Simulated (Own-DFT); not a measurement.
Al$_{31}$GaO$_{48}$ (corundum with substituted atoms, atoms displaced), Al$_{32}$O$_{47}$ (corundum with one vacancy, atoms displaced) (calculated)

A calculation, not a measurement: plane-wave PBE density functional theory by an unreviewed code, no spin, of a simulated periodic cell, stress positive in tension, free energy of the whole cell less one offset for each atom, defect cell not probed for a lower state with spin; oxygen file: force components 24 meV/angstrom off all-electron in one glass; forces on such cells passed a denser k mesh, this cell's mesh not checked; offsets are fitted by least squares, one for each functional and potential file, so energies compare only between cells with the same atoms and settings and are not formation energies; the far tail of each file's local potential was reset to the Coulomb form; each entry is a single point on an unrelaxed cell, so the pressure reflects the starting lattice, mostly measured values, from which strain is counted, and rises with the displacements; printed positions are rounded, which can move forces by about a meV/angstrom; the program is a retired in-house code; no spin-orbit coupling; before rounding, a Quantum ESPRESSO 7.3.1 run of the same cell and cutoff gave forces within 1 meV/angstrom rms on each cell, which checks the program and not the settings. Program: Own-DFT development build.

Common to all runs: functional PBE; potential files PseudoDojo norm-conserving, scalar-relativistic, standard set; wave cutoff 72 hartree; occupations Fermi-Dirac; smearing width 0.1 eV; k mesh 3 x 3 x 3 centred on Gamma.

(1) Al$_{31}$GaO$_{48}$ (corundum with substituted atoms, atoms displaced)

```xyz
80
Lattice="5.4940 0.0000 8.6604 -2.7470 4.7579 8.6604 -2.7470 -4.7579 8.6604" Properties=species:S:1:pos:R:3 Al31GaO48
Al     0.0299    -0.0098     4.6050
Al    -0.0228     0.0079     8.4265
Al     0.0400    -0.0467    11.0569
Al     0.0028    -0.0030     1.9090
O     -0.1357     1.7007     7.4761
O      1.4511    -0.7149     7.5958
O     -1.3650    -0.8796     7.5920
O      0.1026    -1.5892     5.3984
O     -1.4611     0.6862     5.3273
O      1.3544     0.9700     5.4226
Al    -1.3883    -2.3605     8.9032
Al    -1.3637    -2.3540    12.7512
Al    -1.3784    -2.3936    15.3888
Al    -1.3299    -2.4267     6.2828
O     -1.5050    -0.7566    11.8910
O      0.1697    -3.0850    11.9276
O     -2.7783    -3.2951    11.8792
O     -1.2691    -4.0155     9.7013
O     -2.8250    -1.7148     9.7748
O      0.0014    -1.4876     9.7029
Al    -1.3487     2.3589     8.9030
Al    -1.3825     2.4006    12.6836
Al    -1.3444     2.3630    15.3574
Al    -1.3874     2.3882     6.2205
O     -1.4237     4.0569    11.8683
O      0.1507     1.6831    11.9146
O     -2.7545     1.4723    11.9118
O     -1.2912     0.6731     9.7571
O     -2.8554     3.0780     9.7598
O      0.0054     3.3392     9.7371
Al    -2.7669    -0.0191    13.2388
Al    -2.7069    -0.0460    17.0631
Al    -2.7304     0.0301    19.7326
Al    -2.7900     0.0489    10.5875
O     -2.9058     1.6142    16.2437
O     -1.2778    -0.7180    16.2593
O     -4.1622    -0.9576    16.2485
O     -2.5977    -1.6498    14.0718
O     -4.2589     0.7279    14.0555
O     -1.3610     0.9379    14.0292
Al     2.7566     0.0174     8.9054
Al     2.7310     0.0254    12.6981
Al     2.7144    -0.0221    15.4314
Al     2.7112    -0.0128     6.2281
O      2.6536     1.6565    11.8966
O      4.2017    -0.7087    11.9090
O      1.3412    -0.9258    11.8380
O      2.8504    -1.6482     9.7454
O      1.2278     0.7612     9.7700
O      4.1032     0.9204     9.7274
Al     1.3575    -2.4096    13.2301
Al     1.4305    -2.3675    17.0381
Al     1.3489    -2.4156    19.7426
Al     1.3691    -2.3925    10.5157
O      1.2205    -0.7218    16.2453
O      2.8236    -3.1145    16.2722
O      0.0028    -3.3032    16.2945
O      1.5666    -4.0707    14.0816
O     -0.1456    -1.6883    14.0624
O      2.7509    -1.4793    14.0406
Al     1.3885     2.3649    13.2218
Al     1.3507     2.3319    17.1277
Al     1.3663     2.3863    19.7571
Al     1.3627     2.3589    10.6278
O      1.2306     4.0624    16.2177
O      2.9011     1.6013    16.2473
O     -0.0009     1.4609    16.2303
O      1.5007     0.6899    14.0545
O     -0.1268     3.0777    14.0739
O      2.7317     3.3037    14.0971
Al     0.0260     0.0671    17.5903
Al     0.0006    -0.0232    21.3547
Ga     0.0317     0.0198    24.1082
Al    -0.0290    -0.0049    14.9209
O     -0.1673     1.6506    20.5828
O      1.5145    -0.7141    20.5247
O     -1.3386    -0.8962    20.5457
O      0.0848    -1.6190    18.3730
O     -1.4863     0.7630    18.3733
O      1.4265     0.9660    18.4162
```

* free energy of cell above offsets: -56.355 eV
* pressure: 8.98 GPa
* stress xx: -9.63 GPa
* stress yy: -9.71 GPa
* stress zz: -7.6 GPa
* stress yz: 0.17 GPa
* stress xz: -0.06 GPa
* stress xy: 0.24 GPa

Force:
| element | x (eV/Å) | y (eV/Å) | z (eV/Å) |
| --- | --- | --- | --- |
| Al | -0.73 | 0.972 | -1.043 |
| Al | 0.302 | 0.279 | -0.284 |
| Al | -1.566 | 0.627 | -0.144 |
| Al | -0.066 | 0.396 | -0.062 |
| O | 0.142 | -1.262 | 1.856 |
| O | 0.309 | -0.371 | -0.508 |
| O | -0.559 | -0.987 | -0.379 |
| O | 0.467 | -1.605 | 0.51 |
| O | -0.785 | 1.253 | 1.284 |
| O | 0.549 | -1.105 | -0.288 |
| Al | 0.313 | -0.52 | 0.189 |
| Al | -0.443 | -0.48 | -0.59 |
| Al | 0.508 | 0.381 | 0.449 |
| Al | -0.87 | 1.096 | -0.886 |
| O | 0.511 | 0.764 | -0.005 |
| O | -1.328 | -0.605 | -0.352 |
| O | 1.065 | -0.33 | 0.712 |
| O | 0.187 | -0.423 | 0.615 |
| O | -0.911 | 1.329 | -0.28 |
| O | 0.192 | 0.442 | 0.266 |
| Al | -0.447 | 0.2 | -0.134 |
| Al | 0.372 | -0.151 | 0.59 |
| Al | -0.81 | 0.531 | 0.427 |
| Al | 0.1 | -0.79 | -0.08 |
| O | -1.027 | -0.327 | 0.793 |
| O | -0.58 | -0.579 | -0.187 |
| O | 0.004 | -0.042 | 0.029 |
| O | 0.706 | 1.039 | -0.386 |
| O | 0.103 | 0.336 | -0.063 |
| O | 0.029 | -0.831 | 0.137 |
| Al | 0.391 | 0.178 | -0.162 |
| Al | -1.366 | 0.597 | 0.478 |
| Al | 0.181 | 0.234 | -0.612 |
| Al | 1.292 | -1.803 | 0.316 |
| O | 0.935 | 0.465 | -0.89 |
| O | 0.691 | -0.267 | -1.01 |
| O | 2.038 | -0.505 | 0.821 |
| O | -0.956 | 0.487 | -0.162 |
| O | 1.7 | 0.243 | -0.77 |
| O | -0.28 | -0.224 | 0.397 |
| Al | -0.258 | 0.044 | -0.361 |
| Al | 0.316 | -1.106 | 0.991 |
| Al | 0.739 | -0.083 | -1.275 |
| Al | 1.098 | 0.301 | 0.54 |
| O | -0.745 | 0.165 | 0.19 |
| O | 0.81 | -0.696 | -0.79 |
| O | 1.172 | 0.015 | 1.064 |
| O | 0.254 | -0.14 | -0.227 |
| O | 0.169 | -0.616 | -0.694 |
| O | 0.236 | -0.136 | 0.472 |
| Al | 0.767 | 0.102 | 0.237 |
| Al | -1.767 | 0.041 | 1.413 |
| Al | 0.803 | 0.707 | -1.201 |
| Al | -0.058 | 0.547 | 1.017 |
| O | 0.522 | 0.195 | -0.098 |
| O | 1.346 | 1.886 | -0.093 |
| O | -0.522 | 0.383 | -1.091 |
| O | -2.528 | 0.908 | -0.901 |
| O | 0.797 | 0.817 | 0.452 |
| O | -0.072 | -0.115 | 0.728 |
| Al | -0.124 | 0.267 | 0.764 |
| Al | 1.043 | 1.745 | -1.12 |
| Al | -0.485 | 0.656 | 0.368 |
| Al | 0.321 | 1.099 | -1.149 |
| O | -1.053 | -1.73 | 1.193 |
| O | -1.039 | 0.382 | 0.194 |
| O | 0.135 | -0.126 | 0.211 |
| O | -0.517 | 0.414 | 0.133 |
| O | 0.217 | 0.492 | -0.249 |
| O | 0.181 | -1.361 | -1.476 |
| Al | -0.567 | -1.59 | -0.137 |
| Al | 0.186 | 0.62 | 1.131 |
| Ga | -1.129 | -0.612 | -0.17 |
| Al | 0.267 | -0.411 | -0.418 |
| O | 1.337 | -0.041 | -0.972 |
| O | -0.806 | -0.085 | 0.523 |
| O | -0.588 | -0.56 | -0.05 |
| O | 0.386 | -0.168 | 0.7 |
| O | 0.218 | -0.395 | 0.039 |
| O | -1.425 | -0.457 | -0.474 |

(2) Al$_{32}$O$_{47}$ (corundum with one vacancy, atoms displaced)

```xyz
79
Lattice="5.4940 0.0000 8.6604 -2.7470 4.7579 8.6604 -2.7470 -4.7579 8.6604" Properties=species:S:1:pos:R:3 Al32O47
Al    -0.0042     0.0028     4.5770
Al     0.0079    -0.0088     8.3954
Al    -0.0416     0.0166    11.0567
Al    -0.0004    -0.0328     1.9636
O     -0.1008     1.6290     7.5907
O      1.4706    -0.6902     7.5569
O     -1.3314    -0.9005     7.5565
O      0.0989    -1.6492     5.4229
O     -1.4628     0.7595     5.4318
O      1.4475     0.9333     5.4340
Al    -1.4001    -2.3982     8.8916
Al    -1.4200    -2.4039    12.7278
Al    -1.3203    -2.4079    15.3827
Al    -1.3945    -2.3936     6.2912
O     -1.4916    -0.7331    11.9114
O      0.1195    -3.1407    11.9709
O     -2.7424    -3.2762    11.9303
O     -1.2524    -3.9824     9.7515
O     -2.8272    -1.6991     9.7617
O     -0.0551    -1.4323     9.7532
Al    -1.4367     2.4078     8.8795
Al    -1.3617     2.3817    12.7331
Al    -1.3770     2.4183    15.4094
Al    -1.3892     2.3694     6.2312
O     -1.5071     4.0588    11.9026
O      0.0930     1.6395    11.9184
O     -2.8114     1.4593    11.8958
O     -1.2896     0.7617     9.7582
O     -2.8079     3.0741     9.7391
O      0.0210     3.2683     9.7000
Al    -2.7789    -0.0109    13.1915
Al    -2.7276     0.0030    17.0733
Al    -2.7294    -0.0379    19.7261
Al    -2.7261    -0.0453    10.6152
O     -1.2396    -0.7925    16.2998
O     -4.1376    -0.9358    16.2616
O     -2.6050    -1.6625    14.0398
O     -4.2456     0.6992    14.0793
O     -1.3777     0.9189    14.1217
Al     2.8021     0.0155     8.8713
Al     2.7300     0.0006    12.7832
Al     2.7670     0.0361    15.4047
Al     2.7303    -0.0131     6.2354
O      2.6445     1.6393    11.9144
O      4.2161    -0.7224    11.9243
O      1.4277    -0.9349    11.8986
O      2.8269    -1.6235     9.7150
O      1.2894     0.8044     9.7642
O      4.1328     0.9811     9.7391
Al     1.3774    -2.4526    13.2484
Al     1.3617    -2.3629    17.0702
Al     1.3506    -2.3943    19.7322
Al     1.3824    -2.3699    10.5873
O      1.2394    -0.7143    16.2125
O      2.8755    -3.0863    16.2342
O     -0.0083    -3.3152    16.2447
O      1.4605    -4.0284    14.0590
O     -0.0586    -1.6601    14.0959
O      2.7050    -1.4364    14.0569
Al     1.3812     2.3846    13.2695
Al     1.3793     2.3382    17.0590
Al     1.3660     2.3943    19.7293
Al     1.4076     2.4203    10.6031
O      1.1788     4.0066    16.1654
O      2.8526     1.6157    16.2216
O     -0.0460     1.4729    16.2105
O      1.4470     0.7015    14.0520
O     -0.1197     3.1568    14.0407
O      2.7538     3.3173    14.1070
Al    -0.0516     0.0110    17.5239
Al    -0.0373     0.0617    21.4041
Al     0.0115    -0.0059    24.0653
Al    -0.0202    -0.0268    14.9320
O     -0.0699     1.6562    20.5743
O      1.5069    -0.7439    20.5781
O     -1.3606    -0.9010    20.5908
O      0.0990    -1.6586    18.4102
O     -1.4958     0.7320    18.4408
O      1.3779     0.9272    18.4103
```

- free energy of cell above offsets: -56.712 eV
- pressure: 6.97 GPa
- stress xx: -6.91 GPa
- stress yy: -7.07 GPa
- stress zz: -6.93 GPa
- stress yz: -0.29 GPa
- stress xz: -0.04 GPa
- stress xy: 0.1 GPa

Force:
| element | x (eV/Å) | y (eV/Å) | z (eV/Å) |
| --- | --- | --- | --- |
| Al | 0.277 | 0.128 | 0.496 |
| Al | 0.183 | 0.723 | 0.901 |
| Al | 1.27 | 0.008 | -0.14 |
| Al | 0.114 | 0.939 | -0.754 |
| O | -0.261 | 0.622 | -0.705 |
| O | 0.095 | -0.434 | 0.145 |
| O | -0.899 | -0.511 | -0.061 |
| O | 0.034 | 0.042 | -0.302 |
| O | -0.412 | -0.685 | -0.476 |
| O | -1.636 | -0.191 | -0.919 |
| Al | 0.905 | 0.287 | 0.177 |
| Al | 1.453 | 0.623 | 0.595 |
| Al | -0.91 | 0.142 | 0.161 |
| Al | 0.552 | 0.425 | -0.746 |
| O | 0.112 | 0.102 | 0.093 |
| O | 0.033 | 0.031 | -0.88 |
| O | -0.702 | -0.911 | -0.376 |
| O | -0.251 | -1.221 | 0.452 |
| O | -0.692 | 0.888 | -0.13 |
| O | 0.81 | -0.317 | -0.034 |
| Al | 2.294 | -1.201 | 0.023 |
| Al | -0.583 | -0.32 | 0.348 |
| Al | -1.138 | -0.721 | -0.121 |
| Al | 1.218 | 0.532 | 0.425 |
| O | 0.301 | -0.567 | 0.103 |
| O | 0.221 | 0.561 | 0.165 |
| O | 1.233 | 0.005 | 0.773 |
| O | 0.029 | -0.342 | -0.12 |
| O | -1.815 | 1.188 | 0.531 |
| O | -0.326 | 0.919 | 0.838 |
| Al | 0.601 | 0.275 | 0.96 |
| Al | -0.507 | 0.651 | -0.218 |
| Al | -0.424 | 0.832 | -0.168 |
| Al | -0.509 | 0.598 | -0.904 |
| O | -0.239 | 0.513 | -0.699 |
| O | -0.104 | 0.15 | -0.345 |
| O | -0.494 | 0.007 | 0.668 |
| O | -0.016 | 0.536 | 0.275 |
| O | -0.558 | -0.017 | -0.842 |
| Al | -1.353 | 0.382 | 0.642 |
| Al | -0.353 | -0.281 | -0.503 |
| Al | -0.486 | -1.292 | -0.411 |
| Al | 0.297 | 0.282 | 0.243 |
| O | -0.177 | 0.341 | 0.491 |
| O | 0.446 | 0.108 | -0.343 |
| O | -1.142 | -0.028 | -0.484 |
| O | 0.918 | -0.397 | 0.057 |
| O | -0.147 | -1.344 | -0.494 |
| O | 0.292 | -1.464 | -0.025 |
| Al | -0.484 | 2.026 | -0.448 |
| Al | -0.113 | 0.269 | 0.241 |
| Al | 0.396 | 0.258 | -0.078 |
| Al | -0.636 | 0.565 | 0.209 |
| O | 0.535 | -0.048 | 0.615 |
| O | -0.499 | -0.444 | -0.199 |
| O | 0.909 | 0.158 | 0.159 |
| O | 0.721 | -0.655 | 0.593 |
| O | -0.735 | 0.017 | -0.042 |
| O | 1.101 | -0.49 | 0.829 |
| Al | -0.173 | -0.244 | -0.338 |
| Al | -0.73 | 0.246 | 0.243 |
| Al | -0.07 | -0.284 | -0.355 |
| Al | -0.744 | -0.972 | -0.317 |
| O | 1.648 | -0.2 | 0.923 |
| O | -0.208 | 0.977 | 0.31 |
| O | 0.825 | -0.309 | 0.684 |
| O | 0.535 | 0.796 | 0.302 |
| O | -0.085 | -0.801 | -0.138 |
| O | -0.394 | -0.305 | -0.409 |
| Al | 0.908 | -0.154 | 1.007 |
| Al | 0.997 | -1.114 | 0.123 |
| Al | -0.316 | -0.078 | -0.142 |
| Al | 0.117 | 0.141 | -0.663 |
| O | -0.673 | 0.055 | -0.102 |
| O | -0.795 | 0.002 | -0.05 |
| O | -0.141 | -0.503 | -0.228 |
| O | 0.694 | 0.791 | -0.203 |
| O | 0.352 | -0.063 | -0.335 |
| O | -0.495 | -0.232 | -0.552 |

(3) Al$_{31}$GaO$_{48}$ (corundum with substituted atoms, atoms displaced)

```xyz
80
Lattice="5.4940 0.0000 8.6604 -2.7470 4.7579 8.6604 -2.7470 -4.7579 8.6604" Properties=species:S:1:pos:R:3 Al31GaO48
Al    -0.0673     0.0031     4.6253
Al     0.0136     0.0985     8.4320
Al    -0.0038    -0.0598    11.0967
Al    -0.0602    -0.0025     2.0131
O     -0.0842     1.6349     7.5897
O      1.5045    -0.7863     7.5606
O     -1.3604    -0.9878     7.5838
O      0.0638    -1.5790     5.4254
O     -1.5040     0.6405     5.4026
O      1.3616     0.8771     5.3755
Al    -1.3291    -2.3835     8.9298
Al    -1.4596    -2.3192    12.7637
Al    -1.3009    -2.4241    15.4159
Al    -1.3963    -2.3755     6.2351
O     -1.4189    -0.6704    11.8910
O      0.1785    -3.1350    11.8221
O     -2.6859    -3.2581    11.8616
O     -1.3275    -3.9878     9.8062
O     -2.8691    -1.6610     9.6957
O      0.0056    -1.4203     9.6851
Al    -1.3700     2.4046     8.8775
Al    -1.3422     2.3872    12.6668
Al    -1.3607     2.3201    15.3631
Al    -1.4085     2.4176     6.1543
O     -1.4853     4.0352    11.9143
O      0.0737     1.6030    11.9084
O     -2.8090     1.4166    11.8540
O     -1.2798     0.6878     9.7638
O     -2.8481     3.0927     9.6800
O     -0.0442     3.2640     9.8407
Al    -2.6981    -0.0216    13.1933
Al    -2.8111     0.0010    17.0719
Al    -2.8083    -0.0315    19.6944
Al    -2.6747    -0.0165    10.6208
O     -2.9069     1.5994    16.3373
O     -1.1990    -0.6468    16.2474
O     -4.2064    -0.8989    16.2077
O     -2.6387    -1.6805    14.1384
O     -4.2266     0.7168    14.0673
O     -1.3447     0.9274    14.0864
Al     2.8216     0.0439     8.9619
Al     2.7353    -0.0123    12.7507
Al     2.6823    -0.0391    15.4573
Al     2.8599    -0.0264     6.2398
O      2.6885     1.6800    11.9109
O      4.2280    -0.7457    11.8830
O      1.3583    -0.8866    11.9784
O      2.8929    -1.5894     9.7346
O      1.1990     0.7637     9.6850
O      4.0631     0.9539     9.8417
Al     1.3471    -2.5141    13.1397
Al     1.3955    -2.4277    16.9889
Al     1.3115    -2.3051    19.6876
Al     1.3150    -2.5177    10.6308
O      1.2404    -0.6408    16.1833
O      2.9273    -3.1135    16.2438
O      0.0925    -3.2822    16.2955
O      1.5383    -4.0612    14.0451
O     -0.0205    -1.6810    13.9854
O      2.7124    -1.4260    14.0482
Al     1.4138     2.3911    13.2608
Al     1.3835     2.4003    17.0986
Ga     1.3921     2.3677    19.7177
Al     1.3496     2.3613    10.4770
O      1.3128     4.0764    16.3193
O      2.8244     1.7244    16.2363
O     -0.0922     1.4735    16.2269
O      1.5020     0.7694    14.0815
O     -0.1017     3.1815    14.0449
O      2.7827     3.3492    14.0633
Al     0.0069     0.1068    17.5107
Al     0.0432     0.0093    21.4914
Al    -0.0087    -0.0117    24.0495
Al    -0.1272     0.0014    14.9320
O     -0.0707     1.7319    20.4961
O      1.4800    -0.7885    20.6723
O     -1.3388    -0.9897    20.6167
O      0.1340    -1.6732    18.4388
O     -1.4426     0.8141    18.4093
O      1.4706     0.8516    18.4556
```

- free energy of cell above offsets: -52.147 eV
- pressure: 11.18 GPa
- stress xx: -11.64 GPa
- stress yy: -11.37 GPa
- stress zz: -10.52 GPa
- stress yz: 0.6 GPa
- stress xz: 0.34 GPa
- stress xy: 0.14 GPa

Force:
| element | x (eV/Å) | y (eV/Å) | z (eV/Å) |
| --- | --- | --- | --- |
| Al | 1.361 | -0.125 | -0.769 |
| Al | -0.034 | -3.265 | -0.278 |
| Al | 1.927 | 1.033 | -1.264 |
| Al | 0.386 | 0.343 | -1.14 |
| O | -0.247 | 1.753 | -0.668 |
| O | 0.26 | 1.317 | 0.15 |
| O | -0.43 | 1.497 | -0.164 |
| O | 0.776 | -2.315 | 0.036 |
| O | -0.263 | 2.262 | 0.932 |
| O | 1.162 | 1.183 | 0.935 |
| Al | -0.697 | 0.746 | -0.36 |
| Al | 1.613 | -1.541 | -0.151 |
| Al | -0.564 | -0.151 | -0.304 |
| Al | -0.041 | 0.702 | 0.325 |
| O | -2.122 | -1.648 | 1.685 |
| O | -1.907 | -0.297 | 1.838 |
| O | -1.129 | -0.009 | 0.682 |
| O | 1.011 | -1.258 | -0.415 |
| O | 0.077 | 0.468 | 0.669 |
| O | 0.682 | -0.646 | 1.705 |
| Al | -0.864 | -1.003 | 0.042 |
| Al | -0.582 | 0.356 | 0.641 |
| Al | -1.557 | 2.526 | 0.544 |
| Al | -0.092 | -1.802 | 1.55 |
| O | -0.537 | -0.234 | -0.091 |
| O | 0.643 | 0.227 | -0.212 |
| O | 3.306 | -0.727 | 2.629 |
| O | 0.611 | 1.26 | -0.943 |
| O | 0.761 | 1.249 | 0.666 |
| O | -0.27 | 1.254 | -1.999 |
| Al | -1.222 | 0.881 | 0.744 |
| Al | 0.216 | -0.082 | 0.179 |
| Al | 0.865 | -0.088 | 0.956 |
| Al | -1.039 | -0.539 | -1.346 |
| O | 1.333 | 0.624 | -2.033 |
| O | -2.05 | -2.156 | 0.158 |
| O | 2.363 | -0.625 | 1.013 |
| O | 1.239 | 1.142 | -1.022 |
| O | 0.714 | 0.445 | 0.006 |
| O | -1.706 | 0.282 | -1.17 |
| Al | -1.664 | -1.104 | -0.377 |
| Al | -0.366 | 0.272 | 0.199 |
| Al | 1.818 | 0.994 | -1.359 |
| Al | -2.532 | -0.364 | 0.835 |
| O | -0.98 | -0.973 | 0.626 |
| O | 0.317 | 1.887 | 1.233 |
| O | -0.429 | -0.736 | -1.383 |
| O | -0.996 | -0.974 | -0.296 |
| O | 1.333 | -0.193 | 0.347 |
| O | 1.021 | -0.333 | -0.755 |
| Al | 1.14 | 2.942 | 0.686 |
| Al | 1.92 | 2.368 | 2.189 |
| Al | 1.003 | -0.968 | 0.154 |
| Al | 1.622 | 4.862 | -1.406 |
| O | -1.256 | -1.831 | 1.466 |
| O | -1.578 | -0.545 | -0.524 |
| O | -2.117 | -0.78 | -2.004 |
| O | -0.482 | 0.336 | 0.425 |
| O | -2.432 | 0.178 | 1.539 |
| O | 0.103 | -1.571 | 0.37 |
| Al | -0.495 | -0.454 | -1.127 |
| Al | -0.465 | 0.237 | 0.145 |
| Ga | -0.013 | 0.864 | -0.944 |
| Al | 1.065 | -0.093 | 2.396 |
| O | -0.232 | 0.211 | -1.414 |
| O | 0.762 | -1.345 | -0.837 |
| O | 2.156 | 0.208 | 0.826 |
| O | -0.755 | 0.042 | 0.42 |
| O | 0.227 | -1.577 | -0.194 |
| O | -0.781 | -0.482 | 0.32 |
| Al | 0.848 | -1.315 | 1.524 |
| Al | -0.093 | -0.4 | -2.258 |
| Al | 0.475 | 0.764 | 0.766 |
| Al | 3.739 | -0.377 | -1.015 |
| O | -2.629 | -2.806 | 2.625 |
| O | 1.132 | 0.593 | -0.598 |
| O | -0.619 | 1.518 | -0.908 |
| O | -1.004 | 1.538 | -1.67 |
| O | -0.721 | -3.621 | -1.527 |
| O | -1.985 | -0.011 | -2.251 |
